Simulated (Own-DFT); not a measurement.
GaN (wurtzite, strained, atoms displaced) (calculated)

Computed with Own-DFT development build. A calculation, not a measurement: plane-wave PBE density functional theory by an unreviewed code, no spin, of a simulated periodic cell, stress positive in tension, free energy of the whole cell less one offset for each atom, forces on such cells passed a denser k mesh, this cell's mesh not checked; offsets are fitted by least squares, one for each functional and potential file, so energies compare only between cells with the same atoms and settings and are not formation energies; the far tail of each file's local potential was reset to the Coulomb form; each entry is a single point on an unrelaxed cell, so the pressure reflects the starting lattice, mostly measured values (interpolated for alloys), from which strain is counted, and rises with the displacements; printed positions are rounded, which can move forces by about a meV/angstrom; the program, named Own-DFT, is a retired in-house code; no spin-orbit coupling.

```json
{"formula": "GaN", "kind": "wurtzite, strained, atoms displaced", "structure": {"cell_angstrom": [[12.7861, -0.2122, -0.108], [-4.9326, 8.4445, 0.0568], [-0.0878, 0.0204, 10.2881]], "atoms_fractional": [["Ga", 0.08619, 0.22475, 0.99497], ["Ga", 0.1635, 0.10422, 0.25145], ["N", 0.08484, 0.22275, 0.18872], ["N", 0.16662, 0.11386, 0.4355], ["Ga", 0.08329, 0.22579, 0.49831], ["Ga", 0.16422, 0.10369, 0.74315], ["N", 0.08248, 0.22504, 0.68565], ["N", 0.17098, 0.11494, 0.93647], ["Ga", 0.08549, 0.55676, 0.0028], ["Ga", 0.1675, 0.44117, 0.25415], ["N", 0.09086, 0.56201, 0.19202], ["N", 0.16969, 0.44341, 0.43297], ["Ga", 0.08396, 0.55894, 0.49602], ["Ga", 0.17017, 0.44626, 0.75986], ["N", 0.08083, 0.55096, 0.68553], ["N", 0.16301, 0.44252, 0.9471], ["Ga", 0.08622, 0.90558, 0.99268], ["Ga", 0.1637, 0.77685, 0.24591], ["N", 0.08611, 0.88649, 0.19438], ["N", 0.16549, 0.78212, 0.43796], ["Ga", 0.08481, 0.88901, 0.48325], ["Ga", 0.1742, 0.78604, 0.75603], ["N", 0.08491, 0.89559, 0.69548], ["N", 0.166, 0.78296, 0.93551], ["Ga", 0.33183, 0.21848, 0.99442], ["Ga", 0.41066, 0.10796, 0.24536], ["N", 0.33774, 0.22951, 0.1852], ["N", 0.41501, 0.10968, 0.43517], ["Ga", 0.33454, 0.21641, 0.50435], ["Ga", 0.41762, 0.11272, 0.7418], ["N", 0.33712, 0.22848, 0.69249], ["N", 0.4158, 0.10778, 0.93417], ["Ga", 0.3246, 0.5423, 0.99961], ["Ga", 0.41302, 0.44221, 0.24516], ["N", 0.32906, 0.54989, 0.19446], ["N", 0.41422, 0.44157, 0.436], ["Ga", 0.33017, 0.55192, 0.50816], ["Ga", 0.42584, 0.44556, 0.75516], ["N", 0.33337, 0.55615, 0.68767], ["N", 0.42915, 0.44913, 0.93669], ["Ga", 0.33376, 0.89319, 0.00232], ["Ga", 0.41668, 0.77357, 0.24847], ["N", 0.32425, 0.88227, 0.18347], ["N", 0.41659, 0.77876, 0.44438], ["Ga", 0.32838, 0.89074, 0.50597], ["Ga", 0.40918, 0.77427, 0.75394], ["N", 0.33779, 0.89601, 0.68944], ["N", 0.41346, 0.77497, 0.93169], ["Ga", 0.58219, 0.21885, 0.00241], ["Ga", 0.66314, 0.10915, 0.24822], ["N", 0.58668, 0.22819, 0.19169], ["N", 0.66267, 0.1089, 0.43568], ["Ga", 0.58024, 0.22357, 0.50019], ["Ga", 0.66821, 0.10622, 0.74029], ["N", 0.58622, 0.23375, 0.6793], ["N", 0.66909, 0.11169, 0.93736], ["Ga", 0.58834, 0.56271, 0.99509], ["Ga", 0.66513, 0.44227, 0.25795], ["N", 0.5872, 0.56494, 0.1834], ["N", 0.66994, 0.44388, 0.4372], ["Ga", 0.58281, 0.55789, 0.49413], ["Ga", 0.66926, 0.44543, 0.75008], ["N", 0.58192, 0.55739, 0.68725], ["N", 0.67362, 0.44817, 0.93932], ["Ga", 0.58398, 0.88937, 0.01047], ["Ga", 0.66721, 0.77717, 0.24806], ["N", 0.57668, 0.88653, 0.18762], ["N", 0.66525, 0.77451, 0.44554], ["Ga", 0.58465, 0.883, 0.49939], ["Ga", 0.66122, 0.7795, 0.74984], ["N", 0.58694, 0.89451, 0.68862], ["N", 0.6696, 0.78593, 0.9373], ["Ga", 0.83379, 0.21524, 0.00034], ["Ga", 0.92275, 0.1164, 0.25166], ["N", 0.84103, 0.23281, 0.1883], ["N", 0.91762, 0.10709, 0.444], ["Ga", 0.82825, 0.2144, 0.50129], ["Ga", 0.90685, 0.09752, 0.74991], ["N", 0.8273, 0.22226, 0.68421], ["N", 0.91273, 0.11832, 0.94158], ["Ga", 0.83446, 0.5576, 0.99705], ["Ga", 0.91128, 0.43755, 0.25415], ["N", 0.82475, 0.54868, 0.18671], ["N", 0.918, 0.44125, 0.43474], ["Ga", 0.82902, 0.56012, 0.49894], ["Ga", 0.92253, 0.44925, 0.74671], ["N", 0.83514, 0.53897, 0.69058], ["N", 0.91326, 0.43899, 0.93741], ["Ga", 0.8323, 0.8853, 0.99479], ["Ga", 0.9189, 0.78362, 0.24675], ["N", 0.83257, 0.88962, 0.18356], ["N", 0.91456, 0.76615, 0.44695], ["Ga", 0.83385, 0.8936, 0.5015], ["Ga", 0.92057, 0.77491, 0.75035], ["N", 0.83789, 0.89417, 0.69395], ["N", 0.90953, 0.77208, 0.9354]]}, "settings": {"functional": "PBE", "potential_files": "PseudoDojo norm-conserving, scalar-relativistic, standard set with the stringent files for Ga", "wave_cutoff [hartree]": 96.0, "occupations": "Gaussian", "smearing_width [eV]": 0.01, "k_mesh": "3 x 4 x 3 centred on Gamma"}, "results": {"free_energy_of_cell_above_offsets [eV]": "-4.707", "pressure [GPa]": 6.42, "stress_xx [GPa]": -4.74, "stress_yy [GPa]": -4.64, "stress_zz [GPa]": -9.88, "stress_yz [GPa]": -0.09, "stress_xz [GPa]": -1.69, "stress_xy [GPa]": -5.15, "force_element": ["Ga", "Ga", "N", "N", "Ga", "Ga", "N", "N", "Ga", "Ga", "N", "N", "Ga", "Ga", "N", "N", "Ga", "Ga", "N", "N", "Ga", "Ga", "N", "N", "Ga", "Ga", "N", "N", "Ga", "Ga", "N", "N", "Ga", "Ga", "N", "N", "Ga", "Ga", "N", "N", "Ga", "Ga", "N", "N", "Ga", "Ga", "N", "N", "Ga", "Ga", "N", "N", "Ga", "Ga", "N", "N", "Ga", "Ga", "N", "N", "Ga", "Ga", "N", "N", "Ga", "Ga", "N", "N", "Ga", "Ga", "N", "N", "Ga", "Ga", "N", "N", "Ga", "Ga", "N", "N", "Ga", "Ga", "N", "N", "Ga", "Ga", "N", "N", "Ga", "Ga", "N", "N", "Ga", "Ga", "N", "N"], "force_x [eV/angstrom]": [-0.737, 0.342, 0.716, -0.05, 0.706, -0.625, 0.301, -1.558, -1.348, -0.869, -0.7, -1.09, 0.383, -0.86, 1.808, -0.191, 0.288, 0.572, -1.151, 0.483, -0.515, -1.136, 1.119, -0.301, 1.747, 0.683, -0.522, -0.489, -0.423, 0.538, -0.217, -0.249, 2.074, 0.782, 0.753, -0.049, 0.787, -1.648, 0.433, -2.704, 0.466, -1.669, 1.656, -0.722, 1.479, 1.299, -0.198, -0.098, 0.707, 0.533, -0.653, -0.043, 0.925, -1.661, 0.151, -1.051, 1.63, -0.548, -0.164, -1.818, 0.134, -0.122, 1.5, -1.969, -0.243, -0.224, 1.331, 0.325, -0.988, 0.896, -0.844, -0.979, -1.414, -1.126, -0.255, -0.872, 0.318, 0.144, 1.995, 2.531, 1.245, 0.121, 1.388, -0.822, 2.196, 0.091, -1.987, 0.614, 0.215, -0.687, 0.432, -1.108, 0.941, -0.815, -0.18, 0.915], "force_y [eV/angstrom]": [-1.011, 1.457, -0.282, -0.294, 0.184, 2.435, -0.267, 0.75, 0.221, 0.21, -1.166, 0.137, -0.588, -0.595, 1.511, -0.063, -2.754, -0.73, 0.759, -0.591, 0.376, -0.942, -1.783, -0.266, 1.158, 0.109, -1.4, -0.245, 1.109, 0.824, -0.78, 0.525, 1.917, 0.748, 0.756, -0.154, 0.386, -0.015, -0.16, -1.206, -0.734, -0.349, 1.015, -0.384, -0.198, 0.452, -0.589, -0.312, 0.781, 0.66, -1.163, -0.366, -0.206, 1.152, -1.353, -0.627, 0.207, 0.639, -1.095, -0.148, -1.217, 0.207, 0.671, -0.916, 0.1, 0.208, 0.453, 0.733, 0.818, -0.128, -1.419, -0.64, 1.808, -0.515, -2.405, 0.356, 1.019, 3.219, 0.161, -1.69, -0.774, 1.838, 1.326, -0.11, -2.046, -1.872, 2.65, 0.741, 1.001, -1.738, 0.624, 2.755, -1.047, -0.668, -2.583, 1.414], "force_z [eV/angstrom]": [0.79, -0.775, -0.434, 0.816, 0.473, 0.198, 1.172, -0.579, 0.131, -1.117, -0.209, 1.75, 0.119, -1.719, 0.346, -1.049, 0.882, 0.679, -1.467, -0.258, 2.115, -1.572, -1.686, 1.466, 0.504, 0.078, -0.296, 0.258, -0.815, 0.986, -0.331, 0.127, 0.626, 0.565, -1.474, 0.4, -1.79, -1.028, 1.823, 0.731, -1.195, 1.102, 1.066, -0.623, -1.35, -1.618, 0.099, 2.62, -0.615, 0.076, -0.26, 0.28, -1.271, 1.596, 1.696, 0.057, 0.724, -2.032, 0.845, 0.957, 0.691, 0.145, -0.371, -0.49, -3.128, 0.42, 1.4, -1.457, 0.137, -0.164, -0.38, 0.149, 0.313, -0.251, 0.166, -1.083, -0.821, 0.324, 0.55, -0.948, 0.813, -1.134, 0.394, 1.362, 1.108, 1.053, -0.885, 0.249, 0.219, 0.291, 0.846, -1.605, 0.549, -0.767, -0.903, 0.619]}}
```
